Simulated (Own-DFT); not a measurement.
## Calculated data, GaN (wurtzite, strained, atoms displaced), SiC (4H silicon carbide, atoms displaced), GaP (zincblende, atoms displaced)

A calculation, not a measurement: plane-wave PBE density functional theory by an unreviewed code, no spin, of a simulated periodic cell, stress positive in tension, free energy of the whole cell less one offset for each atom, forces on such cells passed a denser k mesh, this cell's mesh not checked; offsets are fitted by least squares, one for each functional and potential file, so energies compare only between cells with the same atoms and settings and are not formation energies; the far tail of each file's local potential was reset to the Coulomb form; each entry is a single point on an unrelaxed cell, so the pressure reflects the starting lattice, mostly measured values (interpolated for alloys), from which strain is counted, and rises with the displacements; printed positions are rounded, which can move forces by about a meV/angstrom; the program, named Own-DFT, is a retired in-house code; no spin-orbit coupling. Program: Own-DFT development build.

Common to all runs: functional PBE.

(1) GaN (wurtzite, strained, atoms displaced)

```
cell vectors (Å)
  12.7560     0.0000     0.0000
  -4.7835     8.2853     0.0000
   0.0000     0.0000    10.6292
atoms (fractions of the cell vectors)
Ga  0.08006  0.21192  0.00246
Ga  0.16589  0.11532  0.24867
N   0.09491  0.24276  0.18587
N   0.16783  0.11174  0.44064
Ga  0.07806  0.22891  0.49835
Ga  0.17398  0.13097  0.74858
N   0.08225  0.21998  0.69683
N   0.16177  0.10604  0.93606
Ga  0.07786  0.55169  0.99869
Ga  0.16886  0.44482  0.24739
N   0.08531  0.54860  0.18252
N   0.16730  0.44637  0.43327
Ga  0.07979  0.54500  0.49718
Ga  0.16294  0.43546  0.74981
N   0.08819  0.55043  0.68871
N   0.17008  0.44251  0.93953
Ga  0.08129  0.88798  0.00053
Ga  0.16869  0.77627  0.24436
N   0.08273  0.88510  0.18162
N   0.17336  0.78360  0.43698
Ga  0.08656  0.89279  0.49592
Ga  0.16842  0.78026  0.75252
N   0.09037  0.90022  0.69006
N   0.16869  0.78359  0.93840
Ga  0.33072  0.20955  0.99684
Ga  0.41949  0.12322  0.25901
N   0.33534  0.22111  0.19754
N   0.41484  0.10620  0.43285
Ga  0.33744  0.21903  0.50072
Ga  0.41877  0.10397  0.74996
N   0.33472  0.22319  0.69286
N   0.41320  0.10894  0.94123
Ga  0.33380  0.55807  0.00708
Ga  0.42298  0.44974  0.25266
N   0.33766  0.55298  0.18318
N   0.42145  0.44641  0.44512
Ga  0.33353  0.55578  0.49773
Ga  0.41507  0.44207  0.75244
N   0.33015  0.54727  0.68783
N   0.41546  0.44747  0.93961
Ga  0.33467  0.88720  0.00074
Ga  0.41986  0.77044  0.24676
N   0.32444  0.87323  0.19761
N   0.41629  0.78214  0.43580
Ga  0.33176  0.88440  0.50695
Ga  0.41280  0.77548  0.74995
N   0.34288  0.89678  0.68625
N   0.41294  0.76946  0.93831
Ga  0.58813  0.21730  0.99961
Ga  0.66580  0.10829  0.24428
N   0.58383  0.23014  0.18897
N   0.66539  0.11073  0.43904
Ga  0.58098  0.22179  0.49926
Ga  0.66052  0.11164  0.74742
N   0.58150  0.21662  0.68825
N   0.66331  0.11234  0.94081
Ga  0.57272  0.54682  0.00358
Ga  0.66221  0.44911  0.25339
N   0.58179  0.55324  0.18653
N   0.67209  0.44698  0.43881
Ga  0.57934  0.55247  0.49519
Ga  0.66918  0.45934  0.74997
N   0.58402  0.55483  0.68592
N   0.66906  0.44900  0.94575
Ga  0.58189  0.88376  0.01204
Ga  0.67039  0.78136  0.25818
N   0.58636  0.88493  0.19076
N   0.66526  0.78475  0.44095
Ga  0.57975  0.87691  0.50543
Ga  0.67233  0.77775  0.75212
N   0.57939  0.89732  0.68818
N   0.66770  0.77534  0.93715
Ga  0.82639  0.20970  0.00317
Ga  0.92043  0.10398  0.24289
N   0.83750  0.23017  0.18611
N   0.91653  0.11003  0.43703
Ga  0.82984  0.20914  0.49538
Ga  0.92383  0.11237  0.74451
N   0.83970  0.23489  0.68666
N   0.91724  0.11144  0.93800
Ga  0.84002  0.55093  0.00258
Ga  0.91537  0.44507  0.24702
N   0.83322  0.55468  0.18111
N   0.91958  0.45366  0.43256
Ga  0.83880  0.55784  0.50092
Ga  0.91024  0.44253  0.74971
N   0.83461  0.55402  0.68135
N   0.91581  0.44865  0.94774
Ga  0.83407  0.88439  0.99638
Ga  0.91319  0.76733  0.25109
N   0.83010  0.88900  0.18347
N   0.90840  0.75849  0.44397
Ga  0.82862  0.87732  0.49464
Ga  0.92227  0.77327  0.74745
N   0.83528  0.89028  0.69109
N   0.92409  0.77505  0.93513
```

It was run with potential files PseudoDojo norm-conserving, scalar-relativistic, standard set with the stringent files for Ga, wave cutoff 96 hartree, occupations Gaussian, smearing width 0.01 eV and k mesh 3 x 4 x 3 centred on Gamma.

Results for GaN (wurtzite, strained, atoms displaced): free energy of cell above offsets -5.022 eV; pressure 2.58 GPa; stress xx -6.19 GPa; stress yy -4.56 GPa; stress zz 3.02 GPa; stress yz -0.68 GPa; stress xz -0.09 GPa; stress xy 0.33 GPa.

Force:
```
element  x (eV/Å)  y (eV/Å)  z (eV/Å)
     Ga     0.024     1.745     -0.49
     Ga     0.653     -0.46     0.412
      N    -0.367    -4.023    -0.289
      N    -0.796     0.802    -0.489
     Ga     1.743    -0.708     0.441
     Ga     0.656    -2.506     0.756
      N      0.18     0.705    -2.436
      N     0.707     0.589     0.184
     Ga     1.812      0.49    -0.099
     Ga    -0.013     2.047     0.505
      N    -0.999     0.739     0.555
      N     0.506    -0.325     0.081
     Ga    -0.216     1.851     0.555
     Ga      0.33      1.42     1.338
      N    -1.506     0.768    -0.326
      N    -0.868    -0.322    -0.175
     Ga     0.838     0.092    -0.428
     Ga    -1.436    -1.125     1.172
      N    -0.715     0.561     1.342
      N    -1.082    -1.128    -0.031
     Ga     0.167    -0.767     0.902
     Ga     0.057    -0.142    -0.316
      N    -0.007    -0.516    -0.707
      N     0.255    -0.799     -0.15
     Ga    -1.316     1.511     1.008
     Ga     0.855    -1.986    -1.587
      N    -0.968     0.652    -1.348
      N     0.296      0.41     2.052
     Ga    -0.831     0.063     0.441
     Ga    -0.863       1.6     0.903
      N     0.993    -0.076    -0.875
      N     1.782     -0.39    -0.757
     Ga    -0.358    -1.089    -1.476
     Ga    -0.881    -1.085     0.178
      N    -0.057    -0.032     1.644
      N    -1.432    -0.755    -1.413
     Ga    -0.137     0.205     0.639
     Ga     0.377     0.636     0.184
      N    -0.035     0.755    -0.464
      N    -0.261    -1.317    -0.289
     Ga    -0.386    -0.383      0.94
     Ga    -1.512     0.703     0.894
      N     2.774     2.433    -1.877
      N     0.846    -1.061     0.101
     Ga     0.129     0.423    -1.245
     Ga     0.843    -0.724     0.422
      N    -1.232    -1.635     0.267
      N      0.44     1.382      0.07
     Ga    -2.551      1.77     0.779
     Ga     -0.21     1.098     1.272
      N     0.499    -1.054     -0.13
      N     0.018    -0.682     -0.59
     Ga     0.643    -0.107     0.157
     Ga     1.841     0.368      0.55
      N    -0.834     1.921    -0.402
      N     1.461    -1.651    -0.743
     Ga      1.72     0.821    -0.506
     Ga     1.776    -0.408    -0.309
      N    -0.037     1.363     0.693
      N    -1.082    -0.071    -0.142
     Ga     1.935     0.705     1.338
     Ga     0.979    -1.778     0.897
      N    -0.906      0.71    -0.374
      N    -0.056    -0.431    -1.118
     Ga     0.131    -0.139     -2.26
     Ga    -0.115     -0.62    -0.897
      N    -0.382     0.278     0.131
      N     1.111    -1.537    -0.693
     Ga    -1.723     2.022     0.133
     Ga    -1.381     0.306     0.038
      N     1.389    -1.686     0.133
      N    -0.539    -0.052     0.468
     Ga     0.648     1.335    -0.435
     Ga    -0.645     1.765     0.515
      N     0.092    -1.918     0.222
      N     0.431    -1.102    -0.756
     Ga    -1.075     1.758     0.574
     Ga    -2.345    -0.468     1.231
      N     -0.07    -2.487    -0.354
      N    -0.271    -0.549     -0.14
     Ga    -2.909     1.388    -0.071
     Ga     0.614     0.569      0.29
      N    -0.534    -0.132     1.429
      N      0.43    -1.682    -0.018
     Ga    -0.286    -2.806     0.496
     Ga     1.463     0.895     0.843
      N    -0.516     0.355     0.952
      N     1.357    -2.435    -2.312
     Ga     0.234    -0.277    -0.429
     Ga     0.289     0.687    -0.223
      N      1.02    -0.597     0.532
      N      0.11     4.148    -1.947
     Ga     0.703     1.007     1.386
     Ga    -0.224     0.955     0.281
      N     0.449    -0.391    -1.025
      N    -1.641    -0.389    -0.176
```

(2) SiC (4H silicon carbide, atoms displaced)

```
cell vectors (Å)
  12.3308     0.0000     0.0000
  -6.1654    10.6788     0.0000
   0.0000     0.0000    10.0681
atoms (fractions of the cell vectors)
Si  0.00106  0.99900  0.40752
Si  0.08423  0.15933  0.15139
C   0.99731  0.00038  0.09805
C   0.07956  0.16328  0.34606
Si  0.00200  0.25136  0.40740
Si  0.08556  0.41783  0.15750
C   0.99908  0.24899  0.10189
C   0.08131  0.41989  0.34482
Si  0.99755  0.49752  0.40818
Si  0.08309  0.66481  0.15958
C   0.99776  0.49890  0.09744
C   0.08489  0.66597  0.34169
Si  0.99616  0.74664  0.40977
Si  0.08284  0.92007  0.15582
C   0.99755  0.74570  0.09261
C   0.08511  0.91801  0.34269
Si  0.24911  0.99811  0.40678
Si  0.33551  0.16679  0.15248
C   0.24859  0.99917  0.09772
C   0.34067  0.16868  0.34483
Si  0.24813  0.25179  0.40242
Si  0.32713  0.40991  0.15385
C   0.24587  0.25007  0.09809
C   0.33003  0.41597  0.34530
Si  0.25396  0.50021  0.40865
Si  0.33468  0.66417  0.15675
C   0.25073  0.50157  0.09904
C   0.33172  0.66063  0.34298
Si  0.25323  0.75106  0.41002
Si  0.33266  0.91224  0.15375
C   0.24690  0.74956  0.09374
C   0.33204  0.91872  0.34198
Si  0.49822  0.99955  0.40706
Si  0.57732  0.16710  0.15682
C   0.50109  0.99818  0.09664
C   0.58162  0.16626  0.34381
Si  0.50275  0.25037  0.40644
Si  0.58128  0.41301  0.15681
C   0.50059  0.25184  0.09497
C   0.57829  0.41658  0.34392
Si  0.50454  0.50310  0.40433
Si  0.58574  0.67138  0.15931
C   0.50492  0.50148  0.09067
C   0.58857  0.66772  0.34191
Si  0.49113  0.74012  0.40369
Si  0.57889  0.91103  0.15224
C   0.49744  0.75036  0.09799
C   0.57930  0.91461  0.34747
Si  0.74934  0.99639  0.40123
Si  0.83533  0.17010  0.15573
C   0.75134  0.00136  0.08931
C   0.83149  0.16694  0.34015
Si  0.75141  0.25143  0.40238
Si  0.83156  0.40889  0.15904
C   0.74667  0.24865  0.09135
C   0.83189  0.41870  0.34528
Si  0.75172  0.50227  0.40923
Si  0.82960  0.66823  0.15358
C   0.75320  0.50195  0.09721
C   0.83217  0.66519  0.33990
Si  0.75151  0.75385  0.40619
Si  0.83617  0.91874  0.15630
C   0.74955  0.74669  0.09136
C   0.83250  0.91500  0.34384
Si  0.00067  0.00057  0.90486
Si  0.90820  0.82904  0.65245
C   0.00553  0.00356  0.59319
C   0.91503  0.83481  0.84655
Si  0.99890  0.74885  0.90808
Si  0.91350  0.58182  0.65351
C   0.99767  0.74894  0.59328
C   0.91623  0.58378  0.83902
Si  0.99876  0.49861  0.90506
Si  0.91834  0.33447  0.66135
C   0.00053  0.50083  0.58878
C   0.91357  0.33632  0.84649
Si  0.99819  0.24995  0.91152
Si  0.91910  0.08760  0.65992
C   0.99856  0.25334  0.59425
C   0.91571  0.08404  0.84648
Si  0.74954  0.00045  0.90047
Si  0.66498  0.83055  0.66164
C   0.75143  0.99833  0.59135
C   0.67096  0.83788  0.84457
Si  0.74800  0.74903  0.90555
Si  0.66625  0.58258  0.65606
C   0.75281  0.75050  0.59572
C   0.66768  0.58386  0.84145
Si  0.75222  0.50363  0.90549
Si  0.66486  0.33107  0.65786
C   0.75114  0.49885  0.59298
C   0.67084  0.33943  0.84633
Si  0.75002  0.25150  0.90262
Si  0.66494  0.08216  0.65603
C   0.75078  0.24812  0.59238
C   0.66266  0.07996  0.84534
Si  0.49867  0.99363  0.91124
Si  0.41595  0.83220  0.65899
C   0.50303  0.99796  0.59522
C   0.41666  0.83946  0.84218
Si  0.49997  0.75035  0.90422
Si  0.41493  0.58286  0.65234
C   0.49861  0.74695  0.59406
C   0.42129  0.58775  0.84870
Si  0.50137  0.50287  0.90555
Si  0.41733  0.33694  0.65723
C   0.49981  0.49789  0.59563
C   0.41665  0.33642  0.83880
Si  0.50149  0.25406  0.90675
Si  0.41598  0.08573  0.66110
C   0.49740  0.24972  0.59581
C   0.42231  0.08867  0.84172
Si  0.25249  0.00273  0.90562
Si  0.16838  0.83166  0.65440
C   0.25135  0.99875  0.59313
C   0.16633  0.83195  0.84058
Si  0.25200  0.74934  0.90529
Si  0.16980  0.58805  0.65544
C   0.24780  0.74978  0.59113
C   0.16573  0.58275  0.84657
Si  0.25413  0.49986  0.90527
Si  0.16425  0.33179  0.65787
C   0.24900  0.49923  0.59497
C   0.16853  0.33541  0.84279
Si  0.24545  0.24899  0.90803
Si  0.16637  0.08257  0.65646
C   0.24970  0.25078  0.59423
C   0.16771  0.08385  0.85196
```

Here we set potential files PseudoDojo norm-conserving, scalar-relativistic, standard set, wave cutoff 42 hartree, occupations Fermi-Dirac, smearing width 0.1 eV, hardware one NVIDIA H200 and k mesh 3 x 3 x 3 centred on Gamma.

It finds free energy of cell above offsets -18.909 eV; pressure 3.7 GPa; stress xx -2.71 GPa; stress yy -4.05 GPa; stress zz -4.32 GPa; stress yz -0.43 GPa; stress xz 0.03 GPa; stress xy -0.3 GPa; wall time 569.9 s.

Force:
```
element  x (eV/Å)  y (eV/Å)  z (eV/Å)
     Si    -0.093     0.124    -0.104
     Si    -2.133     1.697      2.22
      C     1.034    -0.746    -1.707
      C     0.579     0.514    -0.765
     Si    -0.915    -0.024    -0.686
     Si    -0.803    -0.067     0.363
      C     1.058     0.348     -1.55
      C     1.469    -0.753     0.288
     Si     0.013     0.855    -1.024
     Si    -0.721    -0.004    -0.724
      C     0.682    -0.346    -0.874
      C    -0.229      0.14     1.585
     Si      0.74     0.597    -1.476
     Si     0.558    -1.586     0.152
      C    -0.159     1.166     0.487
      C    -0.525    -0.634     0.508
     Si         0     1.009     -0.38
     Si     -0.53    -0.174     1.444
      C     0.571     0.262    -1.286
      C     -1.85    -0.492    -0.454
     Si     1.085    -1.048     0.881
     Si     0.928      2.47     0.958
      C      1.42    -0.982    -1.462
      C     1.144     0.429    -0.591
     Si    -1.835    -0.854    -0.281
     Si    -1.352     0.456     0.089
      C     0.393    -0.845     -1.57
      C    -0.763     0.809     0.263
     Si    -0.732    -0.234    -1.858
     Si    -0.625     0.832     0.754
      C     1.236    -0.646    -0.235
      C     0.924    -0.984     0.464
     Si     0.161     0.005     0.034
     Si     1.798    -0.547     0.039
      C    -1.016      0.09    -0.509
      C     0.557     0.185     0.068
     Si    -0.617     0.328     0.574
     Si     0.505     1.852     0.038
      C    -0.497    -0.519    -1.034
      C     1.773    -0.146     0.203
     Si    -1.095    -0.864     0.392
     Si      0.33    -1.248    -1.133
      C    -1.374     -0.41     0.784
      C    -1.259     0.017      0.91
     Si     1.566     2.247     0.543
     Si     0.961     2.016     1.683
      C     0.782    -0.746     -1.49
      C     0.489    -0.765    -0.968
     Si    -0.958     0.756     0.803
     Si    -0.835    -1.207    -0.162
      C    -0.177    -0.492     0.518
      C     0.683    -0.211     0.828
     Si    -0.329    -0.424     0.721
     Si    -0.851     1.942    -0.494
      C      0.06    -0.439     0.145
      C     0.362    -0.661     0.063
     Si    -0.892    -0.527    -1.169
     Si     1.777    -0.993     0.461
      C    -0.427    -1.014    -0.659
      C    -0.411     0.748      1.08
     Si     0.731    -0.998     0.119
     Si    -1.309    -0.812    -0.269
      C    -1.199     1.543     0.137
      C     0.499     0.524     -0.21
     Si    -0.458    -0.372     0.575
     Si     2.804     1.992     1.485
      C    -1.423     -1.03     0.539
      C     0.307    -0.384    -0.638
     Si     0.106      0.21    -0.782
     Si     0.987     0.319     0.136
      C     0.043     0.126     0.293
      C       0.3     0.063     0.737
     Si    -0.508     1.042     0.971
     Si    -0.881     0.317    -1.254
      C     0.022     0.013     1.835
      C     1.457    -0.903    -0.149
     Si     0.014     0.502    -0.113
     Si    -0.016    -0.794    -1.101
      C     0.744    -0.472     0.382
      C     0.563     0.524    -0.216
     Si    -0.034     0.596      1.34
     Si     0.182     0.774    -1.658
      C    -0.124     0.043     0.596
      C    -0.845    -1.453     0.284
     Si     0.523     0.237     0.041
     Si     0.403    -0.129    -0.184
      C    -2.244    -1.068    -0.972
      C    -0.339     0.211     0.298
     Si     0.243    -0.098     0.837
     Si     0.276      0.17    -0.337
      C     -0.98    -0.191     0.219
      C    -0.509    -0.966    -0.416
     Si    -0.756    -0.663     0.839
     Si     0.933    -0.066    -0.186
      C    -0.359     0.388     0.404
      C     0.383     0.779    -0.358
     Si    -0.676     2.609    -0.469
     Si     0.085      0.46    -1.203
      C    -1.641      0.17      -0.2
      C     0.869    -2.373     0.524
     Si      0.01      0.96     0.678
     Si     0.607    -0.331      1.17
      C    -0.204     0.158    -0.015
      C    -0.601    -0.634    -1.331
     Si     0.576    -0.458     0.054
     Si    -0.097     -1.25    -0.809
      C    -0.259      1.28    -0.897
      C    -0.259    -0.338     1.978
     Si     0.226      0.15    -0.526
     Si     0.911    -0.614    -1.491
      C     0.485     0.317    -0.231
      C     -0.38    -0.814     1.851
     Si     0.493    -0.775     0.343
     Si    -1.441     0.455     0.214
      C    -0.315     0.083     0.485
      C     0.178     0.429     0.747
     Si    -1.189     0.074      0.35
     Si    -0.606     -1.43     0.181
      C     1.235     0.267     0.828
      C     0.779    -0.029    -0.638
     Si    -0.962     0.494     0.713
     Si     0.318     0.219    -0.639
      C     0.026     0.217     0.111
      C    -0.752     -0.57     0.841
     Si     1.137     0.702    -0.331
     Si      0.73     0.396     0.279
      C    -0.067    -0.051    -0.145
      C    -0.389    -0.006    -1.349
```

(3) GaP (zincblende, atoms displaced)

```
cell vectors (Å)
  10.9010     0.0000     0.0000
   0.0000    10.9010     0.0000
   0.0000     0.0000    10.9010
atoms (fractions of the cell vectors)
Ga  0.01337  0.00791  0.97886
Ga  0.99239  0.24934  0.25840
Ga  0.23111  0.01140  0.24618
Ga  0.23899  0.25439  0.00405
P   0.11426  0.11802  0.11223
P   0.11946  0.36045  0.38214
P   0.37734  0.12222  0.37652
P   0.36646  0.37874  0.13827
Ga  0.01381  0.99028  0.50011
Ga  0.00376  0.25114  0.75185
Ga  0.24953  0.99518  0.75962
Ga  0.25540  0.25890  0.50205
P   0.11017  0.13381  0.61290
P   0.11073  0.36533  0.89163
P   0.37662  0.11144  0.87672
P   0.37695  0.39503  0.61559
Ga  0.00017  0.49447  0.00128
Ga  0.99515  0.75576  0.24794
Ga  0.25153  0.48817  0.24594
Ga  0.25433  0.75462  0.98671
P   0.13549  0.62998  0.13568
P   0.13540  0.87093  0.37793
P   0.37019  0.62494  0.37151
P   0.37893  0.87814  0.12899
Ga  0.99199  0.50629  0.49277
Ga  0.00480  0.73668  0.75988
Ga  0.26254  0.50287  0.74792
Ga  0.24393  0.73250  0.49307
P   0.12630  0.60916  0.63515
P   0.13220  0.88145  0.87586
P   0.35147  0.62645  0.87078
P   0.37051  0.86471  0.62579
Ga  0.48997  0.01341  0.97249
Ga  0.48777  0.24158  0.25027
Ga  0.76446  0.97182  0.25877
Ga  0.75972  0.25000  0.99190
P   0.62179  0.13215  0.11987
P   0.64123  0.37361  0.36920
P   0.86088  0.11400  0.36743
P   0.87626  0.37580  0.11331
Ga  0.51458  0.99049  0.48699
Ga  0.50159  0.24518  0.74534
Ga  0.74850  0.99257  0.76360
Ga  0.73457  0.26530  0.51257
P   0.62765  0.11451  0.61654
P   0.62652  0.37542  0.88172
P   0.87224  0.10627  0.86538
P   0.87186  0.38862  0.62365
Ga  0.50168  0.48947  0.99428
Ga  0.49340  0.77321  0.25236
Ga  0.73993  0.50270  0.25381
Ga  0.76094  0.74950  0.00158
P   0.62389  0.63034  0.14534
P   0.60435  0.85160  0.37099
P   0.87489  0.61018  0.38686
P   0.86933  0.88629  0.14448
Ga  0.50589  0.50607  0.51408
Ga  0.50008  0.75197  0.75925
Ga  0.74360  0.49659  0.75737
Ga  0.74113  0.74322  0.50989
P   0.60903  0.61842  0.62773
P   0.61678  0.87963  0.88868
P   0.86299  0.63309  0.87979
P   0.87076  0.88818  0.62528
```

Here we set potential files PseudoDojo norm-conserving, scalar-relativistic, standard set, wave cutoff 42 hartree, occupations Fermi-Dirac, smearing width 0.1 eV, hardware one NVIDIA H100 and k mesh 3 x 3 x 3 centred on Gamma.

Results for GaP (zincblende, atoms displaced): free energy of cell above offsets -21.727 eV; pressure 5.95 GPa; stress xx -5.98 GPa; stress yy -5.75 GPa; stress zz -6.12 GPa; stress yz -1.3 GPa; stress xz -0.66 GPa; stress xy 1.4 GPa; wall time 587.8 s.

Force:
```
element  x (eV/Å)  y (eV/Å)  z (eV/Å)
     Ga     -1.74    -0.835     1.134
     Ga    -0.699    -0.813    -1.196
     Ga     1.672    -0.959     0.235
     Ga     1.516    -0.914      0.73
      P      0.31     1.821     1.591
      P     0.073     1.696    -0.731
      P    -0.999    -0.351     0.498
      P     1.995    -2.042    -2.938
     Ga    -1.639     0.481    -0.807
     Ga    -1.333    -0.079    -0.597
     Ga     0.362     0.846    -2.808
     Ga     0.165    -1.077     0.232
      P     2.168    -0.113      1.36
      P     1.453     0.698    -2.458
      P     -4.63      5.73    -3.617
      P    -0.369     -2.96     1.389
     Ga    -0.092     2.369     0.857
     Ga      0.54     -0.95     1.035
     Ga    -2.047     1.938     2.489
     Ga    -0.532     0.641     3.027
      P     -1.11    -0.052    -1.423
      P    -0.942    -0.078    -0.521
      P     1.027    -0.918     -0.27
      P    -1.659     1.615    -2.138
     Ga     2.765    -2.211     2.171
     Ga    -0.371     1.257    -0.841
     Ga    -1.907    -1.785     0.036
     Ga      0.27     0.443     1.428
      P    -0.998     0.888    -1.242
      P    -1.228    -2.095    -0.321
      P     3.788    -0.283     0.852
      P     0.205     0.703    -0.379
     Ga     4.095    -3.077     6.263
     Ga     1.499     0.774    -0.319
     Ga    -6.005     3.716     3.677
     Ga    -0.445    -1.029     0.652
      P     0.244    -1.043    -0.256
      P    -3.334    -0.501     0.712
      P     1.131     1.166     1.953
      P    -0.562    -0.023     1.947
     Ga    -1.898     0.442     1.224
     Ga    -0.264     0.106     -0.24
     Ga    -1.571    -0.843    -1.799
     Ga     1.543    -1.341     -0.19
      P    -0.095     0.522     1.194
      P    -0.008    -1.318    -1.252
      P     0.913     2.918     0.933
      P     0.142    -1.157     1.095
     Ga     -1.26     1.795     1.766
     Ga    -3.053    -4.586    -3.028
     Ga     2.043    -0.039    -0.785
     Ga    -1.898     1.445      2.49
      P    -0.815     0.478    -2.314
      P     5.831     2.704     3.565
      P    -2.118     3.452    -2.735
      P      4.56    -3.817     -6.67
     Ga    -0.632     -0.85    -4.517
     Ga    -0.668    -0.097     -0.33
     Ga     0.038     0.857    -0.724
     Ga     0.548     0.094    -0.137
      P     2.708     2.175     2.703
      P     1.242    -1.558    -0.769
      P     1.705    -1.924    -0.968
      P     0.371    -2.051     0.085
```
